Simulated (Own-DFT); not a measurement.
TiO₂ (rutile, strained, atoms displaced) (calculated)

Computed with Own-DFT development build. A calculation, not a measurement: plane-wave PBE density functional theory by an unreviewed code, no spin, of a simulated periodic cell, stress positive in tension, free energy of the whole cell less one offset for each atom, oxygen file: force components 24 meV/angstrom off all-electron in one glass; forces on such cells passed a denser k mesh, this cell's mesh not checked; offsets are fitted by least squares, one for each functional and potential file, so energies compare only between cells with the same atoms and settings and are not formation energies; the far tail of each file's local potential was reset to the Coulomb form; each entry is a single point on an unrelaxed cell, so the pressure reflects the starting lattice, mostly measured values (interpolated for alloys), from which strain is counted, and rises with the displacements; printed positions are rounded, which can move forces by about a meV/angstrom; the program, named Own-DFT, is a retired in-house code; no spin-orbit coupling; before rounding, a Quantum ESPRESSO 7.3.1 run of the same cell and cutoff gave forces within 1 meV/angstrom rms on each cell, which checks the program and not the settings.

Settings shared by all entries: functional PBE; potential files PseudoDojo norm-conserving, scalar-relativistic, standard set; wave cutoff 72 hartree; occupations Fermi-Dirac; smearing width 0.1 eV; k mesh 3 x 3 x 3 centred on Gamma.

(1) TiO₂ (rutile, strained, atoms displaced)

```
cell vectors (Å)
   9.1796     0.0335    -0.1820
   0.0335     9.0397     0.0281
  -0.1758     0.0271     8.8292
atoms (fractions of the cell vectors)
Ti  0.99858  0.99504  0.00056
Ti  0.24998  0.25146  0.15928
O   0.16052  0.14786  0.99095
O   0.34780  0.34201  0.99719
O   0.40293  0.09150  0.17219
O   0.09568  0.39601  0.17608
Ti  0.99387  0.00268  0.32985
Ti  0.24503  0.24861  0.50650
O   0.15242  0.14263  0.32762
O   0.34416  0.35005  0.33082
O   0.39766  0.09664  0.49716
O   0.09141  0.39960  0.50884
Ti  0.99284  0.00361  0.67286
Ti  0.24960  0.25241  0.83345
O   0.15019  0.16373  0.66201
O   0.34460  0.35266  0.66177
O   0.39314  0.09838  0.82247
O   0.09645  0.40407  0.83871
Ti  0.99444  0.50288  0.00987
Ti  0.24963  0.74560  0.17185
O   0.15941  0.64797  0.00601
O   0.34187  0.84619  0.00553
O   0.39908  0.61173  0.17575
O   0.08602  0.90001  0.16156
Ti  0.99887  0.50102  0.33707
Ti  0.24038  0.75105  0.49672
O   0.15747  0.64347  0.33447
O   0.35234  0.85135  0.33859
O   0.39627  0.60851  0.49744
O   0.10142  0.91864  0.50838
Ti  0.99922  0.49541  0.66215
Ti  0.25721  0.75110  0.83167
O   0.14952  0.65419  0.66992
O   0.34873  0.85912  0.66184
O   0.40784  0.60404  0.83479
O   0.10485  0.90127  0.83015
Ti  0.49646  0.00106  0.00385
Ti  0.74190  0.25299  0.17373
O   0.65446  0.15786  0.00474
O   0.84067  0.34386  0.00200
O   0.90160  0.10017  0.16612
O   0.59439  0.40206  0.16929
Ti  0.49326  0.99490  0.33131
Ti  0.73947  0.24259  0.49817
O   0.64776  0.15015  0.32949
O   0.84512  0.34790  0.32992
O   0.90086  0.09337  0.49825
O   0.59010  0.39005  0.49775
Ti  0.49095  0.00162  0.66542
Ti  0.75066  0.25889  0.82296
O   0.65495  0.14161  0.66334
O   0.84016  0.34650  0.66123
O   0.90572  0.09375  0.83937
O   0.59394  0.40327  0.83289
Ti  0.49555  0.51392  0.99339
Ti  0.75039  0.74722  0.17032
O   0.64688  0.65547  0.99425
O   0.84229  0.84396  0.99616
O   0.89511  0.60555  0.16093
O   0.59862  0.89687  0.16708
Ti  0.50674  0.49624  0.33386
Ti  0.74254  0.75226  0.49580
O   0.65050  0.65122  0.34321
O   0.84314  0.85811  0.32212
O   0.91165  0.59092  0.50161
O   0.59935  0.90324  0.50109
Ti  0.50375  0.49432  0.67656
Ti  0.74684  0.75528  0.82818
O   0.65728  0.64299  0.65642
O   0.84961  0.84121  0.66513
O   0.90043  0.59752  0.83754
O   0.59485  0.90720  0.84033
```

* free energy of cell above offsets: -15.525 eV
* pressure: 12.26 GPa
* stress xx: -11.27 GPa
* stress yy: -12.57 GPa
* stress zz: -12.93 GPa
* stress yz: 0.93 GPa
* stress xz: -5.85 GPa
* stress xy: 2.19 GPa

Force:
```csv
element,x (eV/Å),y (eV/Å),z (eV/Å)
Ti,0.176,0.097,0.467
Ti,-0.277,-0.288,1.793
O,-0.715,-0.331,0.521
O,1.075,1.485,0.504
O,-0.586,0.94,-1.216
O,-0.551,0.524,-0.427
Ti,1.191,0.754,0.428
Ti,0.432,-0.528,-2.233
O,0.366,0.861,0.023
O,0.221,0.148,-0.082
O,0.276,0.443,-0.079
O,0.434,-0.333,-1.165
Ti,0.725,-0.496,-0.991
Ti,-0.782,0.047,-0.05
O,-1,-1.014,0.455
O,0.789,0.612,0.497
O,0.888,-0.164,0.779
O,-0.093,-0.164,0.113
Ti,0.343,-0.485,-2.3
Ti,-0.445,0.8,-1.023
O,-0.647,-0.413,-0.637
O,0.764,0.809,-0.261
O,1.637,-1.678,-0.959
O,1.165,-1.057,1.08
Ti,-0.095,-1.013,0.039
Ti,0.759,0.16,1.2
O,-0.991,0.3,-0.211
O,-1.342,-0.585,-0.111
O,0.896,-0.947,0.545
O,0.24,-1.549,-0.315
Ti,0.524,0.459,2.581
Ti,-1.712,1.275,0.083
O,0.378,0.006,-0.134
O,-0.796,-1.711,0.69
O,-0.338,-0.053,-1.368
O,-0.444,0.1,0.301
Ti,0.768,0.338,-0.505
Ti,0.476,-0.784,-1.735
O,-1.425,-1.124,-1.082
O,0.858,1.04,-0.545
O,-0.052,0.205,-0.703
O,-0.605,0.988,-0.359
Ti,0.43,-0.113,0.713
Ti,0.502,-0.808,-0.495
O,0.16,-0.074,0.386
O,0.496,0.702,1.121
O,-0.922,0.92,0.109
O,-0.111,0.612,0.912
Ti,0.216,0.051,0.163
Ti,0.586,-1.317,2.333
O,0.356,0.898,0.368
O,0.352,0.35,0.333
O,-1.186,1.314,-1.089
O,0.337,-0.5,1.161
Ti,0.781,-0.663,3.164
Ti,-0.756,1.149,-0.96
O,-0.536,-0.849,0.2
O,0.364,0.424,0.313
O,1.162,-1.246,0.881
O,-0.645,0.375,-0.276
Ti,-2.129,-0.192,0.351
Ti,0.263,0.924,1.104
O,0.362,-0.386,-1.291
O,-0.445,-1.407,1.019
O,-1.63,1.831,-1.16
O,0.511,-0.512,0.245
Ti,-1.202,1.037,-3.823
Ti,0.563,-0.146,0.236
O,-0.384,0,0.346
O,0.111,0.548,0.255
O,-0.221,-0.06,0.01
O,0.128,-0.537,-0.235
```

(2) TiO₂ (rutile, strained, atoms displaced)

```
cell vectors (Å)
   9.3490     0.1421    -0.0048
   0.1421     9.1336    -0.0551
  -0.0046    -0.0532     9.0026
atoms (fractions of the cell vectors)
Ti  0.99831  0.00016  0.00380
Ti  0.24735  0.24621  0.16788
O   0.15855  0.15130  0.99391
O   0.34906  0.35281  0.99597
O   0.39948  0.09393  0.17187
O   0.10559  0.40313  0.15727
Ti  0.99080  0.98299  0.33595
Ti  0.24627  0.24884  0.50147
O   0.14937  0.14879  0.33556
O   0.33451  0.34263  0.33653
O   0.39986  0.10866  0.49685
O   0.09680  0.39842  0.49805
Ti  0.99770  0.00231  0.67036
Ti  0.23859  0.24477  0.82655
O   0.13860  0.14961  0.65355
O   0.35194  0.35087  0.66720
O   0.40145  0.09497  0.83993
O   0.09892  0.40847  0.83274
Ti  0.99161  0.50830  0.99952
Ti  0.25561  0.74320  0.16795
O   0.15490  0.65234  0.99642
O   0.35107  0.84608  0.00027
O   0.40602  0.59600  0.17105
O   0.09812  0.90038  0.16787
Ti  0.99864  0.49891  0.32353
Ti  0.24803  0.75306  0.49612
O   0.14826  0.65875  0.33721
O   0.34434  0.84653  0.33160
O   0.39973  0.60108  0.50385
O   0.09216  0.89896  0.49588
Ti  0.99337  0.49654  0.67830
Ti  0.24652  0.75194  0.83579
O   0.14300  0.65473  0.66860
O   0.34754  0.85056  0.66806
O   0.40197  0.59412  0.83061
O   0.09451  0.91358  0.82067
Ti  0.49829  0.01016  0.00900
Ti  0.75008  0.25564  0.16625
O   0.65318  0.14462  0.00138
O   0.84404  0.34408  0.00419
O   0.89990  0.10007  0.17172
O   0.58575  0.41323  0.16607
Ti  0.49896  0.99169  0.33534
Ti  0.75030  0.25508  0.50423
O   0.65845  0.14961  0.33417
O   0.83998  0.34745  0.33070
O   0.89335  0.10585  0.49992
O   0.60110  0.39602  0.49679
Ti  0.49533  0.99759  0.67013
Ti  0.75357  0.25283  0.82498
O   0.65578  0.15065  0.66361
O   0.84726  0.35039  0.66152
O   0.90713  0.09189  0.83238
O   0.60066  0.40419  0.83415
Ti  0.50460  0.49489  0.99683
Ti  0.74921  0.74904  0.17221
O   0.65331  0.65189  0.99744
O   0.84558  0.84289  0.99941
O   0.90675  0.60433  0.16127
O   0.60083  0.89647  0.16003
Ti  0.51171  0.49622  0.32495
Ti  0.75642  0.75313  0.51331
O   0.65580  0.65469  0.34139
O   0.84275  0.85138  0.32952
O   0.90864  0.60028  0.49893
O   0.59539  0.90816  0.50195
Ti  0.50349  0.49260  0.67044
Ti  0.74841  0.75422  0.82560
O   0.65573  0.65598  0.66548
O   0.84033  0.84989  0.66432
O   0.89914  0.59851  0.81867
O   0.59793  0.90215  0.82763
```

- free energy of cell above offsets: -16.180 eV
- pressure: 0.47 GPa
- stress xx: -0.12 GPa
- stress yy: -2.78 GPa
- stress zz: 1.48 GPa
- stress yz: -1.71 GPa
- stress xz: -0.07 GPa
- stress xy: 6.36 GPa

Force:
```csv
element,x (eV/Å),y (eV/Å),z (eV/Å)
Ti,-0.31,-0.387,0.899
Ti,0.15,0.219,1.394
O,-0.754,-0.304,-0.127
O,-0.099,-0.587,-0.06
O,0.442,-0.048,-0.208
O,-1.757,1.055,-0.089
Ti,0.764,1.816,0.064
Ti,-0.265,0.57,-1.805
O,0.152,0.118,-0.766
O,1.075,0.73,-0.936
O,1.162,-1.693,0.083
O,-0.921,0.875,-0.497
Ti,0.029,0.454,-1.648
Ti,1.284,0.393,0.788
O,1.021,0.705,1.443
O,-0.534,-0.738,0.517
O,-0.361,0.527,-0.588
O,-0.275,-0.644,0.511
Ti,1.207,-0.509,-0.165
Ti,0.075,0.297,-0.394
O,-0.678,-0.061,0.091
O,-0.712,-0.311,0.133
O,-0.697,0.658,-0.095
O,-0.515,0.286,-0.588
Ti,0.915,-0.55,2.806
Ti,0.513,-1.463,1.17
O,-0.041,-0.708,-0.868
O,0.425,0.354,0.007
O,0.483,-0.35,0.002
O,-0.417,0.368,0.376
Ti,2.251,0.345,-3.489
Ti,0.587,-0.475,-0.88
O,0.767,0.431,0.244
O,-0.229,0.15,-0.018
O,0.228,0.332,-0.029
O,0.999,-1.463,1.496
Ti,0.311,-0.455,-0.909
Ti,0.055,-1.989,1.125
O,0.145,0.895,-0.305
O,0.499,0.957,-0.779
O,0.512,-0.302,-1.103
O,2.538,-2.661,-0.83
Ti,0.57,0.919,0.806
Ti,-0.211,-1.74,-1.743
O,-0.805,0.011,-0.761
O,0.864,1.289,-0.585
O,1.194,-1.431,-0.197
O,-1.181,1.277,0.14
Ti,-0.365,-0.04,0.032
Ti,-0.557,-1.231,0.351
O,0.188,0.653,1.189
O,-0.204,-0.162,1.462
O,-1.468,1.569,0.633
O,0.818,-0.692,-0.144
Ti,-1.885,1.193,-0.905
Ti,-1.374,0.306,-0.987
O,0.213,-0.301,0.038
O,0.818,0.625,-0.161
O,0.238,-0.677,0.298
O,-0.724,0.556,0.699
Ti,-1.73,1.627,3.338
Ti,-0.651,-1.315,-1.808
O,-0.201,-0.571,-0.816
O,-0.079,-0.343,0.393
O,-0.584,0.174,-0.479
O,0.051,-0.422,-0.254
Ti,-2.041,0.791,-1.484
Ti,-1.347,0.536,2.341
O,-0.081,-0.479,-0.282
O,0.921,0.739,0.611
O,-0.368,0.208,2.189
O,-0.042,0.094,0.112
```

(3) TiO₂ (rutile, strained, atoms displaced)

```
cell vectors (Å)
   9.0982    -0.0002     0.0914
  -0.0002     9.3651     0.0525
   0.0883     0.0507     8.8593
atoms (fractions of the cell vectors)
Ti  0.99942  0.00183  0.99212
Ti  0.25592  0.24614  0.16882
O   0.15297  0.15521  0.00526
O   0.35567  0.34951  0.99865
O   0.39636  0.09393  0.17054
O   0.09932  0.40201  0.16158
Ti  0.00419  0.00623  0.33261
Ti  0.25446  0.24379  0.49842
O   0.15075  0.15046  0.33733
O   0.34343  0.35467  0.34194
O   0.40639  0.09411  0.50758
O   0.08590  0.40241  0.51060
Ti  0.98967  0.98861  0.67773
Ti  0.24831  0.24969  0.83774
O   0.15926  0.15039  0.66374
O   0.34464  0.35219  0.68025
O   0.39620  0.10124  0.83926
O   0.09410  0.40266  0.83172
Ti  0.99890  0.50585  0.98134
Ti  0.24750  0.74662  0.15569
O   0.15253  0.64795  0.00554
O   0.34646  0.84916  0.99932
O   0.40157  0.59221  0.16548
O   0.09821  0.90438  0.17250
Ti  0.99775  0.49325  0.32288
Ti  0.24885  0.74392  0.50269
O   0.15414  0.65463  0.34004
O   0.34789  0.84325  0.33311
O   0.39920  0.59916  0.49882
O   0.08795  0.91068  0.49605
Ti  0.00379  0.50435  0.66734
Ti  0.25728  0.74703  0.82838
O   0.15259  0.65015  0.66698
O   0.33985  0.84636  0.66354
O   0.40834  0.60109  0.83099
O   0.09040  0.89998  0.83680
Ti  0.50020  0.00376  0.00501
Ti  0.74883  0.24841  0.17505
O   0.65485  0.15459  0.99515
O   0.86123  0.34264  0.99272
O   0.89952  0.09974  0.16927
O   0.59195  0.41154  0.16587
Ti  0.49746  0.98913  0.33556
Ti  0.74556  0.24922  0.49835
O   0.65657  0.14057  0.33187
O   0.84865  0.34846  0.32772
O   0.90948  0.10323  0.50313
O   0.59495  0.39667  0.48932
Ti  0.49950  0.99884  0.66515
Ti  0.75795  0.25825  0.83346
O   0.64704  0.15798  0.65991
O   0.83836  0.34240  0.66819
O   0.90720  0.09316  0.83347
O   0.59543  0.39790  0.83799
Ti  0.48714  0.49754  0.99801
Ti  0.75205  0.75013  0.17178
O   0.64948  0.65389  0.00394
O   0.85888  0.85270  0.99825
O   0.89693  0.59560  0.16047
O   0.59573  0.90064  0.15791
Ti  0.50231  0.49449  0.34044
Ti  0.75525  0.74990  0.49512
O   0.65798  0.64284  0.33286
O   0.85379  0.84925  0.34289
O   0.90921  0.59307  0.49677
O   0.59025  0.90557  0.49788
Ti  0.50060  0.49151  0.66173
Ti  0.74285  0.74840  0.83510
O   0.66033  0.65069  0.66005
O   0.84921  0.83777  0.67116
O   0.89824  0.59744  0.84249
O   0.60284  0.89442  0.83536
```

- free energy of cell above offsets: -16.784 eV
- pressure: 5.42 GPa
- stress xx: -6.92 GPa
- stress yy: -3.04 GPa
- stress zz: -6.31 GPa
- stress yz: 2.3 GPa
- stress xz: 2.36 GPa
- stress xy: -0.23 GPa

Force:
```csv
element,x (eV/Å),y (eV/Å),z (eV/Å)
Ti,-0.159,-0.422,2.582
Ti,-1.161,0.819,-0.219
O,0.189,0.287,0.351
O,-1.451,-1.205,0.306
O,0.368,0.212,-0.05
O,0.418,-0.169,0.681
Ti,-0.356,-0.496,0.34
Ti,-1.381,-0.123,1.295
O,1.45,1.441,-0.062
O,-0.146,-0.793,-0.595
O,-0.657,0.651,-0.791
O,1.161,-0.806,-0.549
Ti,0.814,0.352,-3.081
Ti,-0.323,-0.943,-0.929
O,-0.053,0.311,0.686
O,0.77,0.461,-1.339
O,0.843,-0.954,-0.418
O,0.608,-0.206,-0.402
Ti,-0.004,-1.062,3.24
Ti,-0.221,0.1,2.003
O,0.335,0.49,-0.983
O,-0.112,-0.255,-0.661
O,-0.813,0.922,0.265
O,0.419,-0.252,-0.66
Ti,0.823,0.56,-0.078
Ti,-0.805,0.524,-2.5
O,-0.407,-0.39,-0.44
O,0.644,0.646,0.061
O,0.771,-0.569,0.794
O,1.306,-1.285,1.004
Ti,-0.564,-0.562,-2.289
Ti,0.096,0.287,0.614
O,-0.18,0.116,0.962
O,0.681,0.569,0.705
O,-0.651,0.401,-0.777
O,1.443,-0.686,-0.41
Ti,0.577,0.528,-0.918
Ti,0.248,-0.374,-1.743
O,-0.72,-0.552,0.753
O,-0.998,-0.254,0.345
O,-0.21,0.261,-0.398
O,1.116,-1.469,0.297
Ti,-0.544,-0.489,-0.49
Ti,1.481,-1.635,0.989
O,-0.195,0.873,0.046
O,-0.578,-0.302,0.134
O,-1.355,0.549,0.365
O,0.115,0.028,1.439
Ti,0.419,0.662,1.07
Ti,-0.775,-0.11,1.297
O,-0.435,-1.03,0.332
O,1.001,1.243,-1.126
O,-1.029,1.148,-0.187
O,0.126,0.583,-1.033
Ti,1.523,0.759,1.175
Ti,0.455,-0.622,-1.368
O,0.645,0.598,0.143
O,-1.286,-0.999,0.429
O,0.244,0.162,0.59
O,0.17,0.083,0.906
Ti,-0.652,1.14,-2.919
Ti,0.406,-1.066,0.606
O,0.207,1.247,0.388
O,-1.111,-0.515,-0.972
O,-1.118,0.947,0.375
O,1.07,-1.068,0.626
Ti,0.219,0.296,1.39
Ti,-0.633,-0.418,0.72
O,-0.932,-0.689,0.564
O,0.374,0.732,-0.71
O,-0.318,0.426,-1.419
O,-1.201,1.355,-0.354
```

(4) TiO₂ (rutile, strained, atoms displaced)

```
cell vectors (Å)
   9.1873    -0.0052    -0.1006
  -0.0052     9.2851     0.1824
  -0.0972     0.1762     8.9090
atoms (fractions of the cell vectors)
Ti  0.98756  0.00798  0.99659
Ti  0.25496  0.24997  0.16473
O   0.14721  0.15047  0.00511
O   0.34330  0.34989  0.00667
O   0.40262  0.09548  0.17781
O   0.09613  0.40320  0.17325
Ti  0.00651  0.00986  0.33127
Ti  0.25287  0.24908  0.49725
O   0.14801  0.15196  0.33238
O   0.34066  0.35840  0.33354
O   0.41182  0.09140  0.50053
O   0.10256  0.40049  0.49985
Ti  0.99022  0.00070  0.65950
Ti  0.25118  0.25593  0.83542
O   0.15176  0.15914  0.66809
O   0.34340  0.34853  0.66141
O   0.41022  0.10145  0.83155
O   0.10439  0.40703  0.83196
Ti  0.99813  0.50238  0.00818
Ti  0.23945  0.74612  0.17313
O   0.15400  0.64709  0.00213
O   0.34991  0.82638  0.99845
O   0.39711  0.60179  0.17351
O   0.10081  0.90880  0.17712
Ti  0.99509  0.50068  0.33245
Ti  0.24638  0.74838  0.49766
O   0.14850  0.64914  0.34028
O   0.35167  0.84136  0.33677
O   0.40848  0.59748  0.49849
O   0.10087  0.89902  0.49959
Ti  0.00142  0.50513  0.66691
Ti  0.25018  0.75274  0.83148
O   0.15563  0.65826  0.67589
O   0.35099  0.85470  0.66432
O   0.40202  0.58716  0.83675
O   0.09128  0.90199  0.82888
Ti  0.50511  0.99121  0.01106
Ti  0.74694  0.25019  0.16221
O   0.65298  0.14785  0.00045
O   0.84916  0.34280  0.01262
O   0.90418  0.09310  0.17027
O   0.59905  0.39953  0.16116
Ti  0.50924  0.00375  0.33158
Ti  0.74825  0.23813  0.50282
O   0.64887  0.15407  0.33043
O   0.85709  0.33912  0.31944
O   0.89668  0.10185  0.50678
O   0.59931  0.40541  0.49678
Ti  0.50864  0.99294  0.66514
Ti  0.74820  0.25417  0.83003
O   0.65633  0.15705  0.65199
O   0.84640  0.34189  0.66592
O   0.88910  0.09245  0.84402
O   0.60281  0.40960  0.83712
Ti  0.49461  0.50467  0.00140
Ti  0.74146  0.75257  0.16045
O   0.64930  0.64758  0.99227
O   0.84341  0.84079  0.99125
O   0.90698  0.60251  0.16872
O   0.59550  0.90002  0.17531
Ti  0.49789  0.50676  0.33856
Ti  0.75449  0.74635  0.49034
O   0.65482  0.64507  0.33301
O   0.84791  0.84976  0.33696
O   0.89839  0.59533  0.49817
O   0.59866  0.90893  0.49309
Ti  0.49809  0.51233  0.66158
Ti  0.75834  0.74797  0.82792
O   0.65001  0.64672  0.66863
O   0.84610  0.85350  0.66668
O   0.90629  0.60469  0.83644
O   0.59158  0.89995  0.82953
```

- free energy of cell above offsets: -16.283 eV
- pressure: 3.93 GPa
- stress xx: -4.5 GPa
- stress yy: -3.1 GPa
- stress zz: -4.18 GPa
- stress yz: 6.16 GPa
- stress xz: -3.62 GPa
- stress xy: 0.01 GPa

Force:
```csv
element,x (eV/Å),y (eV/Å),z (eV/Å)
Ti,1.863,-0.703,0.925
Ti,-0.444,0.145,0.294
O,0.329,0.406,-0.246
O,0.076,-0.271,-0.213
O,-0.582,0.258,-1.887
O,0.075,0.208,-0.453
Ti,0.493,-0.923,-0.559
Ti,0.313,0.006,1.224
O,0.57,0.461,0.338
O,0.131,-0.93,-0.242
O,-1.36,1.322,-0.732
O,-1.034,0.972,0.561
Ti,2.295,-0.52,1.31
Ti,0.417,-1.064,-1.433
O,-0.571,-0.698,0.181
O,0.54,0.106,0.356
O,-0.265,-0.118,0.737
O,-0.923,0.262,0.153
Ti,0.799,-0.342,-0.003
Ti,0.567,0.585,-0.753
O,-0.561,0.039,0.112
O,0.784,1.845,0.586
O,0.519,-0.462,-0.552
O,-0.049,-0.718,-0.276
Ti,0.031,-2.028,0.387
Ti,0.488,1.414,-0.005
O,0.276,0.317,0.05
O,-0.661,-0.362,0.028
O,-1.185,0.956,-0.446
O,-0.827,0.604,0.67
Ti,0.811,-1.08,0.23
Ti,0.003,1.032,0.6
O,-0.837,-1.171,-1.139
O,-0.522,-1.201,0.161
O,-0.916,1.006,-1.341
O,0.21,0.156,0.597
Ti,-1.399,1.34,-3.301
Ti,-0.478,0.79,0.988
O,-0.413,-0.651,-0.145
O,0.647,0.627,-2.022
O,-0.821,-0.006,-0.879
O,-0.379,0.28,0.513
Ti,-1.31,0.467,2.207
Ti,0.045,2.566,-2.075
O,0.38,-0.097,0.329
O,-0.195,0.564,0.836
O,0.791,-0.683,-1.078
O,-0.066,-0.105,0.34
Ti,-1.509,0.527,-0.014
Ti,-0.94,1.295,0.396
O,-1.106,-1.102,2.507
O,0.73,0.792,0.449
O,-0.096,0.552,-1.587
O,0.271,-1.204,-0.003
Ti,0.747,-0.516,0.71
Ti,0.764,-0.952,-0.275
O,0.597,1.096,1.163
O,0.064,0.523,1.341
O,-0.706,0.453,-0.701
O,0.984,-0.901,-0.52
Ti,0.179,-1.601,-0.799
Ti,-0.414,0.577,-0.012
O,0.654,1.201,-0.32
O,-0.665,-0.691,-0.309
O,0.153,0.087,0.357
O,1.51,-1.811,1.229
Ti,0.726,-1.836,1.486
Ti,-1.011,-0.317,-0.016
O,0.768,1.09,-0.323
O,-0.492,-0.607,-0.581
O,0.021,-0.71,-0.716
O,1.115,-0.548,1.607
```
